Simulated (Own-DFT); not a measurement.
# Computed records: HfTi₂₃O₄₈ (rutile with substituted atoms, atoms displaced)

A calculation, not a measurement: plane-wave PBE density functional theory by an unreviewed code, no spin, of a simulated periodic cell, stress positive in tension, free energy of the whole cell less one offset for each atom, defect cell not probed for a lower state with spin; hafnium file: forces about 75 meV/angstrom off all-electron values; oxygen file: force components 24 meV/angstrom off all-electron in one glass; forces on such cells passed a denser k mesh, this cell's mesh not checked; offsets are fitted by least squares, one for each functional and potential file, so energies compare only between cells with the same atoms and settings and are not formation energies; the far tail of each file's local potential was reset to the Coulomb form; each entry is a single point on an unrelaxed cell, so the pressure reflects the starting lattice, mostly measured values (interpolated for alloys), from which strain is counted, and rises with the displacements; printed positions are rounded, which can move forces by about a meV/angstrom; the program, named Own-DFT, is a retired in-house code; no spin-orbit coupling; before rounding, a Quantum ESPRESSO 7.3.1 run of the same cell and cutoff gave forces within 1 meV/angstrom rms on each cell, which checks the program and not the settings. Program: Own-DFT development build.

Common to all runs: functional PBE; potential files PseudoDojo norm-conserving, scalar-relativistic, standard set; wave cutoff 72 hartree; occupations Fermi-Dirac; smearing width 0.1 eV; k mesh 3 x 3 x 3 centred on Gamma.

(1) HfTi₂₃O₄₈ (rutile with substituted atoms, atoms displaced)

```
HfTi23O48
1.0
      9.1874     0.0000     0.0000
      0.0000     9.1874     0.0000
      0.0000     0.0000     8.8761
Ti O Ti O Ti O Ti O Ti O Ti O Ti O Ti O Ti O Hf Ti O Ti O Ti O
2 4 2 4 2 4 2 4 2 4 2 4 2 4 2 4 2 4 1 1 4 2 4 2 4
Direct
  0.99731 0.00386 0.99575
  0.24739 0.24980 0.17253
  0.15245 0.14704 0.99223
  0.34339 0.34900 0.99615
  0.40755 0.09792 0.16727
  0.09539 0.39913 0.16588
  0.00151 0.99446 0.33327
  0.24572 0.25093 0.49743
  0.15728 0.15215 0.33428
  0.35069 0.34896 0.33012
  0.40539 0.08636 0.49702
  0.09987 0.40091 0.50542
  0.00140 0.00821 0.66482
  0.24562 0.25099 0.83574
  0.15198 0.15135 0.66910
  0.35037 0.34089 0.66386
  0.40827 0.10184 0.83283
  0.09706 0.39668 0.83031
  0.99856 0.49926 0.99918
  0.24696 0.75237 0.16833
  0.15518 0.66223 0.99420
  0.34644 0.84974 0.00106
  0.40767 0.59594 0.17068
  0.10239 0.90082 0.16880
  0.00188 0.49688 0.32602
  0.24993 0.74937 0.50209
  0.15531 0.65175 0.33226
  0.34492 0.84691 0.33324
  0.40233 0.60234 0.50610
  0.09472 0.90496 0.49358
  0.99853 0.49881 0.67213
  0.24977 0.74394 0.82792
  0.15522 0.65479 0.66319
  0.34874 0.84972 0.66123
  0.40288 0.59840 0.82962
  0.09733 0.90204 0.84108
  0.50285 0.99802 0.99484
  0.74978 0.24809 0.16857
  0.65270 0.15178 0.00062
  0.84659 0.34503 0.99615
  0.90391 0.09456 0.17360
  0.60009 0.40446 0.16799
  0.50053 0.00234 0.33145
  0.74498 0.24610 0.50011
  0.64912 0.15282 0.33232
  0.84925 0.34826 0.33473
  0.90030 0.09989 0.49677
  0.59768 0.40409 0.49756
  0.49405 0.00171 0.66481
  0.74795 0.25651 0.83537
  0.65283 0.16148 0.66698
  0.84558 0.34740 0.66097
  0.90181 0.10119 0.83105
  0.59882 0.40352 0.83272
  0.50448 0.50176 0.00149
  0.74983 0.75560 0.16033
  0.64553 0.64962 0.00219
  0.84481 0.84296 0.00230
  0.91259 0.59874 0.16843
  0.60197 0.90253 0.17193
  0.49187 0.50287 0.33046
  0.75445 0.75034 0.49854
  0.65115 0.65174 0.33501
  0.84613 0.84797 0.33550
  0.89909 0.60024 0.50063
  0.59688 0.90256 0.50129
  0.49605 0.50513 0.66591
  0.75033 0.75483 0.82959
  0.65322 0.65649 0.66614
  0.84864 0.85041 0.66204
  0.89895 0.60081 0.83475
  0.59571 0.90401 0.83565
```

```
free energy of cell above offsets : -19.557 eV
pressure                          : 8.51 GPa
stress xx                         : -8.17 GPa
stress yy                         : -8.17 GPa
stress zz                         : -9.2 GPa
stress yz                         : 0.08 GPa
stress xz                         : -0.1 GPa
stress xy                         : -0.31 GPa
```

Force:
```tsv
element	x (eV/Å)	y (eV/Å)	z (eV/Å)
Ti	0.472	-0.137	0.063
Ti	1.154	-0.618	-1.266
O	-0.137	0.187	0.971
O	-1.501	-1.353	0.472
O	-0.825	0.562	-0.246
O	0.354	-0.188	-0.5
Ti	-0.63	-0.201	-0.24
Ti	0.523	0.47	1.282
O	-0.297	-0.09	-0.294
O	-0.936	-0.681	0.172
O	-1.238	1.595	0.332
O	0.077	0.028	-0.257
Ti	-0.338	-0.462	-0.146
Ti	1.424	-0.115	0.063
O	-0.026	-0.267	-0.662
O	-0.033	0.339	-0.142
O	-0.325	-0.147	0.201
O	-0.607	0.997	0.371
Ti	-0.167	0.459	0.093
Ti	0.63	0.615	-0.104
O	-0.956	-1.779	0.254
O	0.583	0.033	-0.214
O	-2.228	1.739	1.396
O	-0.655	0.384	-0.269
Ti	-0.721	0.363	1.75
Ti	0.271	0.544	-1.212
O	-0.376	-0.624	0.219
O	0.265	0.093	-0.056
O	-0.207	-0.205	-0.446
O	0.524	-0.376	1.068
Ti	-0.973	-0.1	-1.772
Ti	0.319	1.093	1.024
O	-0.857	-0.607	0.408
O	-0.307	0.008	0.524
O	-1.284	1.087	-1.472
O	-0.381	0.192	-0.735
Ti	-0.877	0.107	0.605
Ti	-0.281	0.071	0.471
O	0.331	0.169	0.091
O	0.926	0.95	0.725
O	-0.289	0.504	-0.829
O	1.356	-1.704	2.07
Ti	0.031	-0.865	0.2
Ti	-0.325	0.83	0.298
O	0.402	0.269	-0.324
O	0.206	0.053	-0.531
O	0.505	-0.332	0.39
O	-0.249	0.047	0.28
Ti	0.623	-0.042	-0.59
Ti	-0.702	-0.219	-1.068
O	-0.543	-1.016	0.107
O	0.856	0.72	0.651
O	0.164	-0.449	0.191
O	1.184	-1.131	-2.037
Hf	-1.57	-1.566	-0.45
Ti	-1.066	-0.463	1.784
O	3.524	3.481	-0.254
O	0.656	0.778	-0.525
O	-0.484	0.071	-0.722
O	0.144	-0.27	-0.728
Ti	1.97	0.317	1.304
Ti	-0.904	-0.388	-0.681
O	0.189	0.146	-0.339
O	0.478	0.213	-0.686
O	1.083	-0.794	0.148
O	0.322	0.033	0.142
Ti	0.875	-0.95	-1.08
Ti	-0.48	-0.014	-0.977
O	-0.239	-0.267	0.721
O	0.129	0.127	1.096
O	0.715	-0.649	0.236
O	0.742	-0.598	-0.322
```

(2) HfTi₂₃O₄₈ (rutile with substituted atoms, atoms displaced)

```
HfTi23O48
1.0
      9.1874     0.0000     0.0000
      0.0000     9.1874     0.0000
      0.0000     0.0000     8.8761
Ti O Ti O Hf Ti O Ti O Ti O Ti O Ti O Ti O Ti O Ti O Ti O Ti O
2 4 2 4 1 1 4 2 4 2 4 2 4 2 4 2 4 2 4 2 4 2 4 2 4
Direct
  0.00093 0.00110 0.99921
  0.25361 0.24584 0.16765
  0.15476 0.14702 0.00311
  0.34991 0.34712 0.00018
  0.40414 0.09185 0.16467
  0.10406 0.40423 0.16606
  0.99773 0.00727 0.33325
  0.25309 0.24558 0.50408
  0.15164 0.15242 0.33109
  0.34482 0.34753 0.33232
  0.41132 0.10055 0.50524
  0.09961 0.40792 0.50306
  0.00052 0.99474 0.66470
  0.25024 0.24662 0.83616
  0.15079 0.15603 0.66335
  0.35450 0.34661 0.66762
  0.40109 0.09570 0.83229
  0.10100 0.40196 0.83308
  0.99831 0.49715 0.99956
  0.26059 0.75368 0.16813
  0.15441 0.64827 0.00222
  0.34699 0.84921 0.99910
  0.40485 0.59816 0.16516
  0.09975 0.89880 0.16846
  0.99568 0.50198 0.33181
  0.24969 0.74673 0.49204
  0.15253 0.64938 0.33850
  0.35139 0.84215 0.33352
  0.40278 0.59702 0.49917
  0.10237 0.90308 0.49843
  0.00087 0.50484 0.67104
  0.25144 0.75090 0.83026
  0.14999 0.64837 0.67295
  0.34703 0.84779 0.66909
  0.40335 0.59684 0.83582
  0.09995 0.89955 0.83454
  0.50033 0.00163 0.99867
  0.75137 0.25241 0.17194
  0.65376 0.15182 0.99984
  0.84843 0.34571 0.00312
  0.90956 0.09287 0.16273
  0.59601 0.40271 0.16435
  0.49954 0.00044 0.33021
  0.74653 0.24712 0.50217
  0.65095 0.15676 0.33409
  0.84748 0.34319 0.32959
  0.90246 0.10004 0.50390
  0.59751 0.40815 0.50424
  0.50340 0.00202 0.66543
  0.74373 0.24789 0.82940
  0.65385 0.15588 0.67063
  0.84867 0.35077 0.66384
  0.90157 0.09869 0.83462
  0.60231 0.39759 0.83260
  0.50063 0.49690 0.99442
  0.74590 0.75375 0.17388
  0.65313 0.65529 0.00026
  0.84831 0.84652 0.00413
  0.90458 0.60173 0.16870
  0.60061 0.90367 0.16646
  0.50371 0.50138 0.33431
  0.74755 0.75165 0.50306
  0.65154 0.65543 0.33438
  0.84973 0.84483 0.33484
  0.90032 0.59813 0.48764
  0.59924 0.90140 0.49641
  0.49851 0.49598 0.66802
  0.75494 0.74916 0.83501
  0.64894 0.65486 0.67033
  0.84788 0.84742 0.67120
  0.90276 0.60129 0.82976
  0.60111 0.90113 0.83171
```

```
free energy of cell above offsets : -20.027 eV
pressure                          : 7.66 GPa
stress xx                         : -7.29 GPa
stress yy                         : -7.46 GPa
stress zz                         : -8.25 GPa
stress yz                         : -0.13 GPa
stress xz                         : 0.01 GPa
stress xy                         : -0.32 GPa
```

Force:
```tsv
element	x (eV/Å)	y (eV/Å)	z (eV/Å)
Ti	-0.114	-1.024	0.249
Ti	-0.608	1.29	0.376
O	0.433	0.52	-0.481
O	-0.145	-0.462	-0.278
O	-0.258	0.385	0.449
O	-0.381	-0.319	-0.314
Ti	0.51	-1.057	-1.044
Ti	-0.675	1.368	-0.58
O	0.245	-0.077	0.449
O	0.565	-0.137	0.149
O	-0.551	0.066	-0.721
O	0.254	-0.681	-0.097
Hf	0.53	0.322	1.201
Ti	-0.345	0.469	0.107
O	1.515	1.151	0.368
O	-0.522	-0.472	0.107
O	0.158	0.102	-0.077
O	-0.216	-0.178	-0.009
Ti	0.741	0.357	0.94
Ti	-1.567	-0.802	-1.668
O	0.105	0.269	-0.067
O	0.469	0.183	0.235
O	0.152	-0.09	0.209
O	0.038	0.255	0.29
Ti	0.834	-0.186	0.097
Ti	-0.467	-0.332	0.968
O	0.472	0.463	-0.261
O	0.585	0.874	0.449
O	-0.012	-0.01	0.166
O	1.04	-1.021	-2.107
Ti	0.319	-0.802	-1.267
Ti	-0.468	-0.313	0.607
O	0.433	0.639	-0.616
O	0.437	0.288	-0.372
O	0.206	-0.256	-0.194
O	0.893	-0.724	1.711
Ti	0.675	-0.434	-0.822
Ti	-0.016	0.319	-1.441
O	-0.441	-0.297	0.075
O	0.081	0.238	-0.039
O	-1.085	0.897	0.689
O	0.44	-0.345	0.402
Ti	0.43	-0.115	0.241
Ti	0.908	0.932	0.005
O	-0.44	-0.68	0.1
O	0.149	0.168	0.576
O	-1.487	1.18	-2.361
O	0.622	-0.801	-0.514
Ti	-0.41	-1.474	0.705
Ti	1.711	0.268	1.549
O	-0.611	-0.788	-0.912
O	-0.489	-0.461	-0.049
O	-0.611	0.754	1.466
O	-0.626	0.7	0.054
Ti	0.159	0.796	0.873
Ti	0.939	-0.4	-1.326
O	-0.249	-0.494	0.077
O	0.12	0.233	-0.218
O	-0.111	-0.432	-0.287
O	-0.457	0.396	0.368
Ti	-0.638	-0.06	-0.512
Ti	0.287	-0.608	0.267
O	-0.395	-0.41	0.239
O	-0.032	0.629	0.287
O	-0.393	0.292	1.195
O	-0.158	0.419	0.15
Ti	-0.042	0.958	-0.267
Ti	-0.703	-0.05	1.072
O	0.253	-0.113	-0.421
O	-1.595	-1.56	-0.761
O	0.084	-0.401	0.506
O	-0.474	0.687	0.057
```

(3) HfTi₂₃O₄₈ (rutile with substituted atoms, atoms displaced)

```
HfTi23O48
1.0
      9.1874     0.0000     0.0000
      0.0000     9.1874     0.0000
      0.0000     0.0000     8.8761
Ti O Ti O Ti O Ti O Ti O Ti O Ti O Ti Hf O Ti O Ti O Ti O Ti O
2 4 2 4 2 4 2 4 2 4 2 4 2 4 1 1 4 2 4 2 4 2 4 2 4
Direct
  0.00276 0.00479 0.99752
  0.25339 0.24463 0.16265
  0.15371 0.14960 0.99662
  0.34784 0.35064 0.00074
  0.40418 0.09709 0.16348
  0.10173 0.40411 0.16533
  0.00264 0.99738 0.33284
  0.24621 0.24667 0.50095
  0.15086 0.15226 0.33078
  0.34411 0.34630 0.33014
  0.40167 0.09805 0.49844
  0.09123 0.40268 0.49679
  0.00177 0.00740 0.66705
  0.24942 0.24623 0.84029
  0.15103 0.15333 0.66560
  0.34839 0.34542 0.66187
  0.40623 0.09951 0.82924
  0.10291 0.40165 0.83315
  0.99734 0.50847 0.00544
  0.25198 0.74921 0.16969
  0.14838 0.65334 0.99434
  0.34575 0.85221 0.00018
  0.41037 0.59319 0.16700
  0.09453 0.90632 0.16310
  0.99647 0.50066 0.33861
  0.25137 0.75522 0.50257
  0.15310 0.65144 0.33545
  0.34188 0.84895 0.33610
  0.40015 0.60169 0.49855
  0.09726 0.90328 0.49420
  0.00510 0.49774 0.66533
  0.25252 0.74869 0.83255
  0.14927 0.65123 0.67407
  0.35025 0.84343 0.66568
  0.40205 0.60558 0.83355
  0.09772 0.89993 0.83890
  0.49681 0.00416 0.00238
  0.74499 0.24874 0.16242
  0.64773 0.15594 0.00379
  0.85327 0.34150 0.99779
  0.90003 0.09321 0.16262
  0.60135 0.40692 0.16628
  0.50212 0.00677 0.32897
  0.75171 0.24670 0.49673
  0.65080 0.14826 0.33205
  0.84923 0.34982 0.33535
  0.89826 0.09254 0.49704
  0.59454 0.40588 0.49615
  0.50251 0.99952 0.66516
  0.74700 0.24861 0.83053
  0.64725 0.14504 0.66350
  0.84749 0.34936 0.67225
  0.89959 0.09471 0.82398
  0.59479 0.40508 0.83468
  0.49508 0.49875 0.99240
  0.74931 0.75526 0.16379
  0.64713 0.65342 0.99461
  0.84376 0.85000 0.00259
  0.90475 0.59530 0.16694
  0.59618 0.89656 0.16737
  0.50189 0.50131 0.32856
  0.75522 0.75302 0.50477
  0.65248 0.65137 0.33033
  0.84858 0.84758 0.33901
  0.89886 0.60155 0.49921
  0.60291 0.89721 0.50163
  0.49812 0.49788 0.66464
  0.74874 0.75184 0.83467
  0.65748 0.64973 0.67320
  0.84977 0.84563 0.67087
  0.89664 0.58929 0.83098
  0.60088 0.90294 0.83694
```

```
free energy of cell above offsets : -19.968 eV
pressure                          : 7.64 GPa
stress xx                         : -7.39 GPa
stress yy                         : -7.46 GPa
stress zz                         : -8.06 GPa
stress yz                         : 0 GPa
stress xz                         : 0.47 GPa
stress xy                         : 0.11 GPa
```

Force:
```tsv
element	x (eV/Å)	y (eV/Å)	z (eV/Å)
Ti	-0.798	-1.065	0.453
Ti	-1.023	1.958	1.988
O	0.131	0.124	0.122
O	-0.306	-0.793	-0.232
O	-0.231	0.177	0.526
O	-0.019	-0.36	-0.019
Ti	-0.358	-0.206	-0.571
Ti	0.754	0.657	-0.723
O	0.047	-0.082	-0.064
O	0.079	-0.307	0.009
O	0.086	-0.313	-0.18
O	0.743	-0.691	0.367
Ti	-0.139	-1.352	-0.126
Ti	-0.042	1.371	-1.434
O	-0.111	-0.256	0.21
O	-0.052	0.122	0.271
O	-0.405	0.047	0.488
O	0.151	-0.375	-0.271
Ti	0.23	-0.635	-0.642
Ti	-0.254	-0.343	0.01
O	0.581	0.294	0.735
O	0.1	-0.065	0.44
O	-1.657	1.35	-0.528
O	0.702	-0.717	-0.004
Ti	0.216	0.146	-1.099
Ti	-0.051	-0.812	-0.229
O	0.066	0.221	-0.477
O	0.515	0.381	-0.678
O	0.145	-0.267	0.394
O	0.171	-0.03	0.7
Ti	-0.32	0.504	1.572
Ti	-0.611	0.228	0.28
O	0.138	0.235	-0.648
O	-0.05	0.575	0.109
O	0.34	-0.884	-0.13
O	-0.24	0.679	-0.711
Ti	0.4	-1.411	-1.594
Ti	1.131	0.941	-0.734
O	-0.082	-0.219	-0.375
O	-0.815	-0.473	-0.04
O	-0.341	0.606	0.248
O	0.334	-0.918	-0.321
Ti	0.069	-1.267	1.242
Hf	-0.276	1.366	1.086
O	-1.039	-0.808	-1.918
O	0.615	0.559	-2.194
O	1.685	-1.226	0.433
O	-0.627	0.422	0.719
Ti	0.193	-0.805	0.041
Ti	0.635	0.772	0.59
O	-0.154	0.12	1.852
O	0.071	-0.08	1.119
O	-0.272	0.407	0.565
O	0.337	-0.815	-0.38
Ti	0.805	0.994	0.894
Ti	-0.226	-0.815	0.591
O	0.38	0.017	0.739
O	0.509	0.1	-0.035
O	-0.638	0.641	0.081
O	-0.576	0.915	0.069
Ti	0.287	0.465	0.575
Ti	-0.534	-0.387	-0.197
O	0.139	0.123	0.115
O	0.093	0.068	-0.817
O	0.77	-0.761	0.138
O	-1.084	0.989	-0.359
Ti	0.086	0.597	-1.192
Ti	0.073	-0.667	-0.17
O	-0.735	-0.246	-0.525
O	0.453	0.468	-0.333
O	0.432	0.27	0.285
O	-0.627	0.542	-0.107
```

(4) HfTi₂₃O₄₈ (rutile with substituted atoms, atoms displaced)

```
HfTi23O48
1.0
      9.1874     0.0000     0.0000
      0.0000     9.1874     0.0000
      0.0000     0.0000     8.8761
Ti O Ti O Ti Hf O Ti O Ti O Ti O Ti O Ti O Ti O Ti O Ti O Ti O
2 4 2 4 1 1 4 2 4 2 4 2 4 2 4 2 4 2 4 2 4 2 4 2 4
Direct
  0.00181 0.00546 0.99864
  0.25005 0.24573 0.16280
  0.15428 0.14973 0.00053
  0.34308 0.34434 0.99490
  0.39741 0.09829 0.16191
  0.10228 0.39935 0.16603
  0.99392 0.99591 0.33823
  0.25093 0.25206 0.49821
  0.16421 0.15361 0.33461
  0.34600 0.34502 0.33930
  0.40059 0.09609 0.50397
  0.09870 0.40338 0.49563
  0.99710 0.00223 0.66915
  0.24796 0.25366 0.83342
  0.15929 0.15491 0.66610
  0.35087 0.34502 0.66421
  0.39998 0.09540 0.82741
  0.09286 0.40029 0.82719
  0.00383 0.50128 0.99984
  0.25254 0.75117 0.16284
  0.15551 0.65033 0.00291
  0.35708 0.85183 0.99831
  0.40480 0.59496 0.17237
  0.09663 0.90391 0.16765
  0.99620 0.49904 0.33856
  0.24978 0.74536 0.50417
  0.15047 0.65536 0.33685
  0.35254 0.84672 0.33087
  0.39988 0.60232 0.50582
  0.10156 0.90140 0.50367
  0.00332 0.49656 0.66569
  0.25365 0.74450 0.82873
  0.15115 0.65111 0.66604
  0.33806 0.84496 0.66516
  0.40654 0.60138 0.82977
  0.09078 0.90667 0.83147
  0.49852 0.00001 0.00666
  0.75426 0.24945 0.16719
  0.65493 0.15454 0.00304
  0.84489 0.35136 0.00003
  0.89675 0.10340 0.16882
  0.60145 0.40438 0.16200
  0.50361 0.99874 0.33054
  0.74939 0.25109 0.50176
  0.65199 0.15511 0.32946
  0.84975 0.35129 0.33948
  0.90542 0.09825 0.50175
  0.59381 0.40007 0.50075
  0.50193 0.99788 0.66990
  0.75282 0.24814 0.83721
  0.64715 0.15688 0.66573
  0.84546 0.34474 0.66557
  0.90021 0.09749 0.83806
  0.59873 0.39981 0.83833
  0.49468 0.50276 0.99994
  0.75102 0.75065 0.16520
  0.65209 0.65682 0.99790
  0.84725 0.84322 0.00173
  0.89844 0.59846 0.16840
  0.59459 0.89951 0.16567
  0.50290 0.49731 0.33250
  0.75188 0.75471 0.50194
  0.65279 0.65502 0.33014
  0.84575 0.84600 0.33257
  0.90046 0.59669 0.49843
  0.60043 0.90552 0.49987
  0.49641 0.49821 0.66945
  0.74785 0.74890 0.82843
  0.64850 0.65448 0.66943
  0.84886 0.84760 0.66718
  0.90332 0.59887 0.83764
  0.59229 0.90120 0.83235
```

```
free energy of cell above offsets : -19.332 eV
pressure                          : 8.34 GPa
stress xx                         : -7.94 GPa
stress yy                         : -8.03 GPa
stress zz                         : -9.04 GPa
stress yz                         : -0.15 GPa
stress xz                         : -0.67 GPa
stress xy                         : 0.23 GPa
```

Force:
```tsv
element	x (eV/Å)	y (eV/Å)	z (eV/Å)
Ti	-0.116	-1.128	0.767
Ti	-0.373	0.58	1.908
O	-1.587	-1.322	1.722
O	2.678	2.818	3.419
O	0.842	-0.332	0.344
O	-0.645	0.503	-0.216
Ti	1.189	-0.01	-0.3
Ti	0.444	-1.09	-0.477
O	-1.574	-0.999	-0.434
O	1.135	1.063	-0.983
O	0.485	-0.382	-0.565
O	-0.275	0.23	0.812
Ti	1.242	0.042	-0.419
Hf	0.51	-1.383	-1.477
O	-2.772	-2.185	-2.333
O	1.441	1.995	-1.289
O	1.455	-1.284	0.559
O	-1.539	1.706	0.438
Ti	-0.89	0.106	0.945
Ti	-0.212	0.493	1.596
O	0.221	0.139	-0.531
O	-1.493	-1.258	-0.053
O	-0.574	0.326	-0.628
O	0.022	0.01	-0.028
Ti	0.366	0.478	-1.15
Ti	0.022	0.352	-1.914
O	0.1	-0.072	-0.675
O	-0.183	-0.021	-0.113
O	0.654	-0.736	-0.235
O	-1.049	0.681	-0.317
Ti	-0.962	0.222	-0.126
Ti	-0.276	1.011	0.157
O	-0.272	-0.385	0.75
O	0.819	0.47	0.929
O	-0.738	0.141	0.458
O	0.807	-0.681	0.445
Ti	0.287	0.441	-1.446
Ti	-0.388	0.451	-0.03
O	-0.298	-0.382	-0.192
O	0.632	0.053	-0.201
O	1.084	-0.864	0.131
O	-0.681	0.36	0.321
Ti	-0.83	0.178	1.434
Ti	-0.623	0.02	0.115
O	-0.154	-0.214	0.324
O	-0.334	-0.39	-0.244
O	-0.4	0.144	-0.312
O	0.306	0.282	0.022
Ti	-0.58	0.982	-0.17
Ti	-0.92	0.513	-0.065
O	0.44	-0.342	0.15
O	0.572	0.492	0.086
O	-0.058	0.251	-0.396
O	-0.556	0.57	-0.166
Ti	1.241	-0.556	0.682
Ti	0.06	-0.73	-0.78
O	-0.714	-0.621	-0.022
O	0.401	0.908	-0.244
O	0.695	-0.51	-0.377
O	0.133	0.502	0.123
Ti	0.214	-0.153	0.141
Ti	-0.714	-0.697	-0.514
O	-0.374	-0.376	0.797
O	0.623	0.805	0.424
O	-0.071	0.229	0.549
O	0.234	-0.337	-0.278
Ti	0.604	-0.772	-0.984
Ti	-0.055	-0.111	1.364
O	0.371	-0.04	-0.53
O	-0.004	0.19	-0.246
O	0.193	-0.162	-0.57
O	0.761	-0.213	0.121
```
